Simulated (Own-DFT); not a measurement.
# Computed records: Si₂₃GeO₄₈ (quartz with substituted atoms, atoms displaced)

A calculation, not a measurement: plane-wave PBE and HSE06 DFT by an unreviewed code, no spin, of a simulated cell at Gamma alone, so results move with cell size and shape, stress positive in tension, energies less offsets, not probed for a lower state with spin; oxygen file: force components 24 meV/angstrom off all-electron in a glass; k mesh not checked against a denser one; forces and stress are PBE's, HSE06 gives the energy alone, and its difference from PBE has offsets of its own; offsets are fitted by least squares, one for each functional and potential file, so energies compare only between cells with the same atoms and settings and are not formation energies; the far tail of each file's local potential was reset to the Coulomb form; each entry is a single point on an unrelaxed cell, so the pressure reflects the starting lattice, mostly measured values (interpolated for alloys), from which strain is counted, and rises with the displacements; printed positions are rounded, which can move forces by about a meV/angstrom; the program, named Own-DFT, is a retired in-house code; no spin-orbit coupling. Program: Own-DFT development build.

Settings shared by all entries: first functional PBE; second functional HSE06; exact exchange share 0.25; screening 0.11 1/bohr; exchange divergence Gygi-Baldereschi; potential files PseudoDojo norm-conserving, scalar-relativistic, made for PBE, standard set; wave cutoff 48 hartree; occupations fixed; k mesh 1 x 1 x 1 centred on Gamma.

(1) Si₂₃GeO₄₈ (quartz with substituted atoms, atoms displaced)

```
cell vectors (Å)
   9.8268     0.0000     0.0000
  -4.9134     8.5103     0.0000
   0.0000     0.0000    10.8104
atoms (fractions of the cell vectors)
Si  0.23061  0.99835  0.00406
Si  0.00701  0.23747  0.32848
Si  0.27656  0.28389  0.16254
O   0.20300  0.12245  0.06719
O   0.43262  0.29377  0.22560
O   0.36019  0.07305  0.40231
O   0.06842  0.37211  0.43808
O   0.13917  0.21089  0.27246
O   0.29845  0.43392  0.09985
Si  0.23674  0.00466  0.49782
Si  0.99899  0.24919  0.83644
Si  0.26992  0.25729  0.66714
O   0.20450  0.13835  0.55817
O   0.42112  0.29222  0.72926
O   0.35794  0.07779  0.90046
O   0.06916  0.36753  0.94416
O   0.13239  0.20025  0.78008
O   0.27885  0.41758  0.61028
Si  0.23097  0.49843  0.00176
Ge  0.99207  0.73223  0.33034
Si  0.25451  0.75619  0.16360
O   0.20505  0.63577  0.06153
O   0.42199  0.79232  0.22464
O   0.37400  0.57638  0.39078
O   0.08925  0.88513  0.44976
O   0.14313  0.71039  0.27798
O   0.28222  0.91617  0.11010
Si  0.24330  0.50579  0.50315
Si  0.00262  0.73917  0.83113
Si  0.26192  0.75662  0.65827
O   0.21417  0.64666  0.55876
O   0.41218  0.79144  0.73470
O   0.36613  0.57474  0.90054
O   0.07026  0.87159  0.93849
O   0.12180  0.70133  0.77436
O   0.29712  0.92986  0.60934
Si  0.72998  0.00113  0.00334
Si  0.49224  0.23328  0.33558
Si  0.76058  0.26177  0.15827
O   0.69854  0.13235  0.06702
O   0.92472  0.29869  0.22899
O   0.86482  0.07002  0.39694
O   0.57257  0.36962  0.44137
O   0.63378  0.21074  0.28139
O   0.78483  0.41719  0.10633
Si  0.73645  0.00316  0.50663
Si  0.50206  0.22662  0.82799
Si  0.76749  0.26454  0.66758
O   0.70791  0.13458  0.56486
O   0.91967  0.27956  0.72152
O   0.87541  0.07237  0.89474
O   0.57528  0.36741  0.93866
O   0.63453  0.20416  0.77510
O   0.79156  0.43028  0.59830
Si  0.73509  0.51022  0.99211
Si  0.49990  0.73437  0.32631
Si  0.76250  0.76196  0.16739
O   0.70426  0.63266  0.06616
O   0.92417  0.79557  0.22970
O   0.85566  0.56984  0.39288
O   0.57386  0.87368  0.44790
O   0.62464  0.70021  0.28086
O   0.79630  0.92423  0.10861
Si  0.74157  0.49656  0.50472
Si  0.50740  0.74198  0.83385
Si  0.77143  0.77213  0.66988
O   0.71199  0.63928  0.56274
O   0.93239  0.79739  0.72727
O   0.86537  0.57251  0.89678
O   0.56760  0.85914  0.93703
O   0.63693  0.71039  0.77183
O   0.80421  0.93300  0.60724
```

The calculation gives: PBE energy of cell above offsets -14.165 eV; HSE06 less PBE above offsets -0.220 eV; PBE pressure 12.47 GPa; PBE stress xx -12.57 GPa; PBE stress yy -10.94 GPa; PBE stress zz -13.91 GPa; PBE stress yz -1.91 GPa; PBE stress xz -1.95 GPa; PBE stress xy 0.6 GPa.

Force:
```tsv
element	x (eV/Å)	y (eV/Å)	z (eV/Å)
Si	0.482	-1.856	0.109
Si	-3.345	-0.688	2.584
Si	1.527	-6.087	1.481
O	-2.237	4.48	2.455
O	-2.361	1.071	-1.946
O	4.387	3.534	-5.382
O	1.436	1.209	0.519
O	1.656	0.568	-1.248
O	1.014	0.478	1.569
Si	1.98	2.837	8.502
Si	4.324	-5.243	-1.576
Si	-6.518	0.506	0.676
O	0.467	-1.103	-1.102
O	5.14	0.597	1.762
O	2.581	1.158	-2.362
O	-0.927	1.325	1.439
O	-0.934	1.384	-0.241
O	0.647	0.745	0.51
Si	-1.193	2.888	-1.951
Ge	5.434	1.647	5.815
Si	1.78	2.894	2.805
O	0.191	-3.798	-3.235
O	0.399	0.141	-0.565
O	-1.384	-1.842	1.72
O	-6.709	-8.721	-4.777
O	-0.28	-1.373	1.217
O	-0.456	1.734	-1.016
Si	-1.498	-1.48	-2.27
Si	-1.53	0.015	2.38
Si	-3.382	8.159	8.352
O	1.229	-7.798	-7.676
O	2.755	-0.026	0.988
O	1.007	1.122	-1.652
O	-0.341	-0.833	0.097
O	4.269	-0.717	-2.673
O	-0.168	-0.047	0.141
Si	2.231	-0.75	-1.225
Si	2.829	0.141	1.564
Si	-0.329	2.937	8.71
O	0.647	-5.727	-5.094
O	0.266	-0.527	-0.972
O	1.238	1.887	-1.534
O	-0.258	-0.086	0.51
O	0.794	-0.294	-1.397
O	-1.85	4.109	-2.705
Si	0.734	-0.687	-1.857
Si	-4.499	1.426	3.371
Si	-2.571	1.222	-1.723
O	-1.028	0.221	-0.316
O	1.188	1.85	0.403
O	-2.393	0.099	1.527
O	-0.534	-0.96	-1.308
O	2.263	-0.282	-0.968
O	7.431	-6.098	9.472
Si	-0.399	-4.094	4.144
Si	-3.462	3.53	3.993
Si	-1.456	0.717	2.739
O	-0.367	-1.13	-1.503
O	-4.474	2.836	-5.514
O	0.555	-2.01	-0.286
O	-0.759	-2.374	-2.084
O	5.633	0.06	-3.46
O	-1.631	1.317	-1.025
Si	-9.712	4.257	-6.364
Si	-2.596	-5.082	-3.308
Si	0.69	-0.396	-1.934
O	0.739	-1.04	-0.396
O	-0.958	0.489	-0.736
O	2.383	2.348	-3.003
O	0.987	5.313	4.835
O	-0.757	-0.387	1.081
O	-0.016	0.287	0.917
```

(2) Si₂₃GeO₄₈ (quartz with substituted atoms, atoms displaced)

```
cell vectors (Å)
   9.8268     0.0000     0.0000
  -4.9134     8.5103     0.0000
   0.0000     0.0000    10.8104
atoms (fractions of the cell vectors)
Si  0.24085  0.00887  0.99773
Si  0.99557  0.22790  0.33238
Si  0.26302  0.26372  0.17233
O   0.20964  0.13586  0.05301
O   0.43193  0.30029  0.23562
O   0.37608  0.09033  0.40141
O   0.08051  0.37127  0.43466
O   0.14224  0.20587  0.27336
O   0.29962  0.42805  0.10856
Si  0.24003  0.01445  0.50697
Si  0.99097  0.22825  0.83552
Si  0.25149  0.25929  0.66980
O   0.21404  0.13639  0.55803
O   0.43057  0.29864  0.72705
O   0.37297  0.08264  0.89150
O   0.06757  0.36010  0.93603
O   0.12845  0.19726  0.77615
O   0.28817  0.42416  0.60581
Si  0.23882  0.49801  0.00504
Si  0.00649  0.74014  0.33769
Si  0.26496  0.75834  0.16442
O   0.20256  0.63096  0.06191
O   0.41457  0.78734  0.22963
O   0.36324  0.57832  0.38740
O   0.06666  0.86352  0.44503
O   0.13061  0.71664  0.27072
O   0.29157  0.93383  0.10625
Si  0.22814  0.50149  0.50349
Si  0.99504  0.73960  0.83339
Si  0.26845  0.77280  0.66647
O   0.21883  0.64865  0.56183
O   0.42784  0.78954  0.72770
O   0.37274  0.57709  0.89614
O   0.08012  0.87476  0.94263
O   0.14025  0.70390  0.77873
O   0.28033  0.92877  0.61088
Si  0.72711  0.99845  0.00095
Si  0.49821  0.22898  0.32689
Si  0.76515  0.27228  0.16185
O   0.70209  0.13608  0.06509
O   0.93279  0.29852  0.22514
O   0.86280  0.07364  0.39342
O   0.57842  0.37077  0.43207
O   0.63162  0.20389  0.26499
O   0.78876  0.42847  0.10517
Si  0.72430  0.99949  0.49739
Si  0.49781  0.23555  0.83302
Si  0.76217  0.27184  0.66852
O   0.69881  0.12948  0.55695
O   0.93554  0.30386  0.72082
O   0.86864  0.06509  0.89617
O   0.56873  0.35931  0.94032
O   0.63540  0.20332  0.76901
O   0.79311  0.42055  0.60803
Ge  0.73332  0.49515  0.00654
Si  0.48935  0.73039  0.33307
Si  0.76660  0.76680  0.16182
O   0.70910  0.64307  0.05834
O   0.92698  0.79860  0.22452
O   0.86909  0.56689  0.39094
O   0.58221  0.86145  0.44354
O   0.62684  0.70766  0.26755
O   0.79442  0.91600  0.11373
Si  0.73702  0.49842  0.50216
Si  0.50768  0.73819  0.83571
Si  0.77692  0.76565  0.65950
O   0.71181  0.63111  0.55607
O   0.91790  0.79155  0.72408
O   0.87384  0.57104  0.89885
O   0.56948  0.87499  0.94384
O   0.62400  0.70283  0.77511
O   0.78701  0.92050  0.61542
```

It finds PBE energy of cell above offsets -14.637 eV; HSE06 less PBE above offsets -0.313 eV; PBE pressure 12.42 GPa; PBE stress xx -10.26 GPa; PBE stress yy -15.37 GPa; PBE stress zz -11.65 GPa; PBE stress yz 1.02 GPa; PBE stress xz -0.94 GPa; PBE stress xy 1.45 GPa.

Force:
```tsv
element	x (eV/Å)	y (eV/Å)	z (eV/Å)
Si	1.308	-1.436	-0.147
Si	1.161	2.148	-0.591
Si	4.197	0.786	-4.353
O	-1.786	3.375	2.526
O	-3.247	0.622	-3.667
O	-1.253	-4.249	1.703
O	-1.421	-1.796	-0.724
O	-4.606	-1.747	3.991
O	0.216	-0.34	0.837
Si	2.749	-6.725	-5.277
Si	0.452	0.655	-2.455
Si	3.396	2.428	-0.484
O	-5.211	5.22	2.931
O	-2.26	-0.237	-1.467
O	-0.761	-3.451	0.848
O	1.337	2.74	2.699
O	-1.344	-0.716	1.013
O	-0.06	-0.233	0.508
Si	-1.449	-0.129	-2.951
Si	-4.314	-1.283	-1.332
Si	-5.058	3.552	-0.109
O	0.342	-2.055	-1.697
O	2.251	1.545	0.495
O	-2.258	-4.423	3.328
O	1.182	3.135	2.07
O	3.451	-0.683	-1.46
O	1.974	-2.067	1.385
Si	1.976	1.779	-0.794
Si	3.547	-0.751	1.371
Si	0.725	0.297	3.243
O	-0.042	-2.446	-2.573
O	-0.758	0.956	-0.519
O	-0.914	-1.093	1.33
O	-1.568	-1.998	-2.212
O	-2.719	0.739	0.335
O	1.241	0.171	1.119
Si	3.361	1.248	2.683
Si	2.663	3.445	1.992
Si	2.554	-0.677	2.898
O	1.084	-2.06	-2.465
O	-1.03	-0.199	-0.772
O	0.133	-0.837	0.292
O	0.478	-0.098	0.602
O	-0.053	-0.497	0.759
O	7.893	-4.003	9.717
Si	4.52	1.37	3.237
Si	2.031	1.518	-2.447
Si	4.884	-4.824	-0.635
O	-0.964	2.162	1.504
O	-0.343	-1.268	0.65
O	-1.3	-0.938	0.782
O	-1.557	-0.692	0.032
O	-2.924	-0.794	3.038
O	-1.772	4.976	-2.22
Ge	-7.136	5.463	-7.811
Si	4.389	3.12	-1.035
Si	1.419	-5.072	6.165
O	-1.195	-1.252	-1.892
O	1.799	-0.614	1.77
O	0.315	0.721	0.366
O	-3.377	-3.923	-2.527
O	-0.397	-0.233	0.313
O	-5.137	9.893	-5.656
Si	0.824	-1.635	-3.19
Si	-3.89	0.493	0.793
Si	-9.07	-2.505	-0.86
O	-1.126	1.228	0.904
O	7.361	0.997	4.037
O	1.765	2.142	-3.18
O	-1.264	-1.864	-1.014
O	6.221	-0.219	-3.103
O	-1.631	3.139	-2.646
```

(3) Si₂₃GeO₄₈ (quartz with substituted atoms, atoms displaced)

```
cell vectors (Å)
   9.8268     0.0000     0.0000
  -4.9134     8.5103     0.0000
   0.0000     0.0000    10.8104
atoms (fractions of the cell vectors)
Si  0.23796  0.99710  0.99553
Si  0.99431  0.22812  0.33598
Si  0.26554  0.26923  0.16625
O   0.20564  0.13897  0.05444
O   0.42486  0.29713  0.23765
O   0.36945  0.06522  0.40225
O   0.07154  0.37758  0.44449
O   0.12394  0.20601  0.27726
O   0.29788  0.43353  0.10552
Si  0.23613  0.00351  0.49540
Si  0.99651  0.22791  0.83557
Si  0.25617  0.26491  0.66477
O   0.20522  0.13311  0.56055
O   0.42059  0.29075  0.72245
O   0.37994  0.08478  0.89187
O   0.07242  0.36107  0.94144
O   0.12918  0.20512  0.77445
O   0.29494  0.43195  0.60417
Si  0.23710  0.50069  0.99653
Si  0.01018  0.73732  0.33532
Ge  0.25976  0.76365  0.16719
O   0.20465  0.63203  0.05113
O   0.42387  0.80012  0.22137
O   0.36342  0.56446  0.39193
O   0.06684  0.85773  0.43432
O   0.13833  0.71463  0.27548
O   0.28991  0.93110  0.10618
Si  0.23351  0.50131  0.49562
Si  0.00184  0.72929  0.83374
Si  0.26478  0.77504  0.66974
O   0.20354  0.63443  0.56061
O   0.42588  0.78786  0.71783
O   0.36715  0.57551  0.89059
O   0.07310  0.85395  0.94336
O   0.13377  0.71097  0.77479
O   0.29485  0.92334  0.60119
Si  0.72834  0.99777  0.00869
Si  0.49762  0.23254  0.33730
Si  0.76858  0.27392  0.17343
O   0.70488  0.13686  0.05513
O   0.93227  0.28943  0.22800
O   0.86789  0.07821  0.38881
O   0.57055  0.36886  0.43688
O   0.62874  0.20550  0.27955
O   0.78847  0.42705  0.10745
Si  0.72345  0.98729  0.49357
Si  0.50324  0.23351  0.83255
Si  0.76302  0.26389  0.66755
O   0.70199  0.12746  0.55917
O   0.93273  0.29380  0.72530
O   0.87494  0.07672  0.89308
O   0.57148  0.36323  0.94537
O   0.63197  0.20119  0.78257
O   0.78656  0.42097  0.62035
Si  0.72918  0.49836  0.99596
Si  0.49411  0.73376  0.33034
Si  0.76659  0.76845  0.16931
O   0.70951  0.63234  0.05260
O   0.93332  0.80024  0.22949
O   0.86806  0.57302  0.39449
O   0.57449  0.87019  0.44823
O   0.63408  0.70362  0.27149
O   0.78544  0.92567  0.10221
Si  0.73567  0.49386  0.49643
Si  0.50045  0.73981  0.83138
Si  0.77796  0.77745  0.66527
O   0.70703  0.63202  0.55119
O   0.92759  0.78728  0.72439
O   0.86178  0.57214  0.88974
O   0.56756  0.86409  0.94415
O   0.63566  0.71174  0.78085
O   0.79437  0.92212  0.60805
```

It finds PBE energy of cell above offsets -16.365 eV; HSE06 less PBE above offsets -0.182 eV; PBE pressure 10.54 GPa; PBE stress xx -12.05 GPa; PBE stress yy -11.61 GPa; PBE stress zz -7.98 GPa; PBE stress yz 2.43 GPa; PBE stress xz 0.68 GPa; PBE stress xy -1.13 GPa.

Force:
```tsv
element	x (eV/Å)	y (eV/Å)	z (eV/Å)
Si	-1.83	2.436	-0.858
Si	0.524	6.223	1.37
Si	-0.641	-0.922	0.558
O	0.927	-0.77	0.014
O	-1.436	-0.246	-1.407
O	2.247	2.134	-3.48
O	-1.741	-3.855	-2.61
O	4.787	0.094	-2.464
O	0.697	-0.412	1.159
Si	-2.771	-2.868	3.207
Si	-0.128	3.945	-1.378
Si	1.149	1.488	0.928
O	-0.303	-1.178	-1.406
O	1.349	-0.223	1.088
O	-2.913	-6.03	3.058
O	0.2	0.894	0.649
O	1.748	-0.445	-0.858
O	0.328	-0.803	0.418
Si	-0.537	-1.038	-0.968
Si	-4.613	-4	-2.496
Ge	-0.633	-0.597	-6.263
O	-0.898	-0.62	-0.892
O	8.27	1	4.273
O	1.469	2.522	-2.41
O	1.152	6.127	5.531
O	-1.847	-3.098	4.461
O	0.088	2.551	-0.034
Si	-0.667	1.353	3.547
Si	-3.144	0.117	0.221
Si	2.186	-4.331	-1.172
O	0.014	0.741	0.171
O	0.026	0.809	0.58
O	0.173	-0.154	-0.393
O	0.146	1.598	0.655
O	2.511	-0.555	-0.608
O	-1.721	3.133	-1.192
Si	-1.19	2.348	-6.271
Si	-0.895	-0.583	0.463
Si	0.578	-2.16	-1.355
O	-0.747	1.958	2.325
O	-3.17	1.065	-2.052
O	-2.835	-6.114	3.43
O	0.172	0.042	1.045
O	2.455	-0.134	-1.339
O	0.344	0.599	0.353
Si	7.105	9.153	5.431
Si	-1.995	5.078	-1.884
Si	2.414	-3.425	1.985
O	0.212	0.113	0.134
O	-1.594	-0.199	-0.652
O	-3.151	-5.534	3.601
O	-1.358	-1.528	-1.377
O	3.016	0.008	-2.116
O	-2.012	3.395	-3.219
Si	2.237	0.052	0.325
Si	0.699	-0.386	0.532
Si	2.186	-0.995	-2.586
O	-1.806	3.489	2.896
O	-0.827	-0.344	-0.706
O	1.462	0.023	-1.349
O	-6.359	-9.009	-6.041
O	-2.504	0.098	1.632
O	3.507	-2.366	4.349
Si	-0.615	0.987	2.897
Si	0.019	-0.573	0.146
Si	-1.003	-7.984	1.799
O	-0.021	1.518	1.745
O	1.657	0.648	0.644
O	0.357	-0.981	-0.069
O	-0.36	0.673	0.215
O	2.538	0.585	-2.152
O	-2.682	5.469	-3.775
```

(4) Si₂₃GeO₄₈ (quartz with substituted atoms, atoms displaced)

```
cell vectors (Å)
   9.8268     0.0000     0.0000
  -4.9134     8.5103     0.0000
   0.0000     0.0000    10.8104
atoms (fractions of the cell vectors)
Si  0.24021  0.01671  0.99297
Si  0.00497  0.23543  0.33124
Si  0.27071  0.26181  0.16974
O   0.20416  0.13149  0.05820
O   0.41518  0.28195  0.22840
O   0.37300  0.08436  0.39689
O   0.07660  0.37421  0.43453
O   0.13070  0.20442  0.27407
O   0.29647  0.43104  0.10309
Si  0.23857  0.00212  0.49687
Si  0.99929  0.23076  0.82807
Si  0.25922  0.25358  0.66832
O   0.21418  0.14524  0.55845
O   0.41904  0.29033  0.72285
O   0.36029  0.06789  0.89118
O   0.06848  0.36000  0.94126
O   0.12367  0.20217  0.77277
O   0.29323  0.42469  0.60763
Si  0.24165  0.50368  0.99708
Si  0.00647  0.73630  0.33301
Si  0.26919  0.75511  0.16732
O   0.20897  0.64403  0.06143
O   0.43236  0.79418  0.22933
O   0.37114  0.56880  0.38973
O   0.07686  0.87650  0.43456
O   0.12878  0.70929  0.27928
O   0.30111  0.93610  0.10603
Si  0.23452  0.50533  0.49895
Si  0.00154  0.73214  0.83828
Si  0.27055  0.76955  0.66827
O   0.21260  0.63625  0.55670
O   0.41769  0.78645  0.72147
O   0.37593  0.58784  0.89397
O   0.07158  0.87008  0.93189
O   0.12641  0.70497  0.77892
O   0.29940  0.93504  0.60391
Si  0.74007  0.00391  0.00261
Si  0.49699  0.23029  0.33503
Si  0.76873  0.26409  0.17381
O   0.70862  0.13249  0.06031
O   0.93125  0.29844  0.22147
O   0.87472  0.08071  0.38419
O   0.57998  0.37846  0.43960
O   0.63756  0.21500  0.27269
O   0.78459  0.43117  0.10373
Si  0.73655  0.99812  0.50477
Si  0.49879  0.22993  0.83854
Si  0.76981  0.27038  0.66670
O   0.70215  0.12734  0.55759
O   0.92466  0.29135  0.72341
O   0.87421  0.08163  0.89916
O   0.57359  0.37272  0.94037
O   0.62355  0.19937  0.77407
O   0.80088  0.42661  0.60373
Si  0.73714  0.50276  0.99826
Si  0.51015  0.74248  0.33773
Si  0.76994  0.75760  0.16019
O   0.70981  0.64296  0.06002
O   0.93153  0.80341  0.22788
O   0.86256  0.56850  0.40154
O   0.57468  0.86358  0.44517
O   0.64000  0.71587  0.28193
O   0.80228  0.92508  0.11266
Ge  0.73350  0.50667  0.50029
Si  0.49046  0.72675  0.82880
Si  0.76310  0.76017  0.66767
O   0.71160  0.63597  0.55658
O   0.91397  0.79041  0.72950
O   0.86708  0.57793  0.89562
O   0.57523  0.86105  0.93914
O   0.63737  0.72135  0.76881
O   0.79056  0.93021  0.61796
```

Question: Si₂₃GeO₄₈ (quartz with substituted atoms, atoms displaced) (entry 4): PBE stress yy?
Answer: -11.67 GPa

Further results for Si₂₃GeO₄₈ (quartz with substituted atoms, atoms displaced) (entry 4):

- PBE energy of cell above offsets: -12.699 eV
- HSE06 less PBE above offsets: -0.429 eV
- PBE pressure: 13.76 GPa
- PBE stress xx: -17.58 GPa
- PBE stress zz: -12.03 GPa
- PBE stress yz: -2.76 GPa
- PBE stress xz: 3.16 GPa
- PBE stress xy: -1.61 GPa

Force:
```tsv
element	x (eV/Å)	y (eV/Å)	z (eV/Å)
Si	-0.112	-8.078	3.682
Si	-1.705	3.195	-0.093
Si	-7.176	0.471	-2.968
O	-2.339	3.311	1.635
O	5.495	1.076	2.154
O	-0.473	-3.644	1
O	-0.624	-0.526	-0.168
O	3.326	0.036	-1.973
O	1.476	-1.578	1.508
Si	-2.168	1.07	1.23
Si	-3.123	1.973	2.268
Si	-2.728	4.543	0.796
O	0.736	-4.786	-4.163
O	3.952	-0.166	3.378
O	2.693	1.682	-3.279
O	1.28	2.347	0.216
O	4.191	-0.941	-1.728
O	-0.839	0.069	0.013
Si	-3.107	-1.1	0.21
Si	-7.164	-0.432	2.222
Si	-2.802	7.039	3.726
O	1.19	-5.571	-5.098
O	-0.55	0.28	-0.29
O	-0.528	0.749	0.463
O	-0.079	-0.098	0.55
O	7.38	-0.993	-3.724
O	-0.185	-1.349	0.042
Si	3.839	-2.56	-0.733
Si	-3.951	1.944	-2.025
Si	-6.337	-1.165	-2.403
O	-2.271	2.903	1.829
O	4.561	0.86	2.313
O	-2.814	-7.579	3.42
O	0.67	2.943	2.449
O	4.974	-0.047	-3.439
O	0.833	-1.513	1.445
Si	0.958	-3.346	0.182
Si	1.901	5.945	-0.404
Si	-1.451	1.415	-4.357
O	-1.228	1.623	1.427
O	2.054	0.484	1.028
O	-2.74	-4.308	3.627
O	-6.14	-8.875	-5.365
O	-1.211	-1.007	1.569
O	2.879	-2.851	3.465
Si	1.716	0.744	-1.859
Si	-1.902	2.397	-1.89
Si	-2.306	-2.92	-0.822
O	-0.956	2.216	1.425
O	1.538	0.307	0.75
O	-0.459	-1.758	0.045
O	-0.961	-1.35	-0.911
O	2.558	0.419	-1.437
O	1.384	-0.39	2.502
Si	-2.222	1.071	-0.033
Si	-1.323	-3.176	-0.609
Si	-2.035	5.541	7.519
O	0.468	-6.216	-5.916
O	1.666	-1.092	0.822
O	8.184	6.256	-9.278
O	-0.276	1.543	1.606
O	3.43	-0.482	-2.482
O	-1.771	2.008	-2.003
Ge	3.382	-4.444	3.794
Si	4.151	8.695	-2.416
Si	-1.763	1.32	-2.368
O	-7.041	8.429	4.969
O	5.156	-0.045	2.376
O	0.135	-1.475	-0.261
O	0.13	0.928	0.089
O	-1.993	-2.108	1.707
O	0.567	0.136	-0.967
```
